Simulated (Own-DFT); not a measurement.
# How strain changes the stress of wurtzite AlN, 72 atoms (Al36N36)

These are calculations, not measurements. They come from Own-DFT, an in-house plane-wave density functional program, since retired, whose code no person has reviewed. Each row is one single-point run on a periodic cell that was not relaxed, without spin or spin-orbit coupling.

Settings of every run: PBE; PseudoDojo norm-conserving scalar-relativistic files; cutoff 42 hartree; 3 x 3 x 2 k mesh centred on Gamma; Fermi-Dirac smearing of 0.1 eV.

Known limits: forces on such cells moved up to 12 meV/angstrom on a denser k mesh; stress not checked against mesh or cutoff.

Unstrained cell vectors in Å: (9.336, 0.000, 0.000); (-4.668, 8.085, 0.000); (0.000, 0.000, 9.964). The unstrained cell has measured lattice constants (interpolated for alloys), not those of this functional. That, the random moves and any unrelaxed bonds set the pressure at no strain. Each run strains this cell uniformly, with the atoms carried along. Every atom was also moved at random, by a Gaussian of width 0.05 Å on each axis. Strain is the symmetric tensor, in per cent. Stress is positive in tension, and the pressure is minus a third of its trace.

```
run,e_xx (%),e_yy (%),e_zz (%),e_yz (%),e_xz (%),e_xy (%),s_xx (GPa),s_yy (GPa),s_zz (GPa),s_yz (GPa),s_xz (GPa),s_xy (GPa),P (GPa),E (meV/atom)
1,1.95,-1.87,1.78,0.24,1.63,-0.59,2.22,-11.39,2.99,0.16,4.06,-0.71,2.06,7.3
2,1.24,-1.61,-0.96,1.57,1.97,0.21,-3.03,-11.87,-11.96,4.51,5.47,1.16,8.95,32.9
3,-0.77,-1.22,1.24,0.03,-1.05,-0.37,-10.82,-10.13,-1.50,0.59,-2.64,-2.35,7.49,15.2
4,-0.84,-0.22,-1.44,1.67,0.88,1.78,-13.47,-10.23,-11.82,4.83,2.22,9.14,11.84,44.2
5,-1.99,-1.58,1.26,-1.71,-1.60,-0.03,-19.42,-13.37,-1.41,-5.64,-4.20,0.18,11.40,36.9
6,0.26,1.97,0.53,-0.66,1.02,-1.37,-2.05,3.90,-1.53,-1.52,2.65,-4.51,-0.10,0.0
7,-0.42,1.98,-0.35,1.75,-1.77,-1.12,-4.90,2.23,-6.47,4.64,-3.95,-3.26,3.05,12.6
8,-0.52,-1.03,0.22,-0.15,1.50,0.25,-8.55,-12.04,-5.81,-1.29,2.88,1.67,8.80,21.3
9,1.79,1.22,1.34,1.04,1.46,1.79,2.84,1.99,3.57,2.08,3.40,5.42,-2.80,24.4
10,1.90,1.54,1.41,0.83,-0.76,-1.56,5.00,3.61,1.38,2.50,-0.96,-5.11,-3.33,14.5
11,-1.53,1.63,1.47,-0.03,-1.14,-0.84,-10.07,0.34,-0.24,-0.44,-3.53,-4.20,3.32,28.1
12,0.15,1.49,0.06,-0.94,-1.43,-1.17,-4.85,1.31,-2.55,-2.30,-4.40,-4.11,2.03,11.2
13,-1.92,0.43,-1.32,-1.92,0.04,0.42,-17.41,-8.62,-11.50,-5.44,-0.44,1.71,12.51,54.5
14,-0.94,1.74,1.59,0.57,-1.30,0.48,-9.11,2.45,2.52,1.18,-3.12,3.77,1.38,20.5
15,-0.48,0.27,-0.33,-0.11,-1.82,0.83,-7.83,-5.34,-9.54,0.49,-4.27,3.85,7.57,32.7
16,-1.27,-1.79,-1.44,-0.23,1.23,-1.22,-14.82,-19.48,-13.80,0.13,3.13,-4.06,16.03,35.6
17,0.77,1.54,1.12,-0.36,-1.26,1.32,-1.09,2.27,0.94,-1.42,-3.87,3.20,-0.71,23.2
18,0.93,-1.90,-0.45,-1.58,-0.50,-0.46,?,?,?,?,?,?,?,?
```

E is the free energy for each atom above the lowest run shown.

## Worked fit

Each stress component was fitted by least squares to a constant and the strains of the runs shown, as fractions, with shears doubled. Shear strains stay in the fit of a normal stress only where such slopes are resolved. The slopes, in GPa:

| stress | at no strain | per e_xx | per e_yy | per e_zz | scatter |
|---|---|---|---|---|---|
| s_xx | -6.6 | 491 ± 26 | 117 ± 22 | 51 ± 30 | 1.29 |
| s_yy | -6.4 | 107 ± 20 | 452 ± 17 | 119 ± 23 | 0.99 |
| s_zz | -5.7 | 51 ± 25 | 66 ± 21 | 454 ± 29 | 1.24 |

Each shear stress against twice its own strain: yz 140 ± 7, xz 119 ± 6, xy 178 ± 15 GPa. These are stiffnesses along x, y and z of the frame in which the cell vectors are given, which need not be the crystal's axes. The atoms are held to the strained lattice; where symmetry lets them move under strain, relaxing them would lower some slopes. The table should be nearly symmetric about its diagonal, and what it lacks of that shows the noise. A ninth of its sum, 212 ± 4 GPa, estimates the bulk modulus near the mean pressure of these runs, 5.3 GPa, so it lies above the value at zero pressure.

## Withheld run

Question: what normal stresses and pressure should run 18 give?

The fit gives s_xx = -4.6, s_yy = -14.6, s_zz = -8.5 and P = 9.2 GPa. The calculation gave -2.24, -14.40, -9.96 and P = 8.87 GPa.
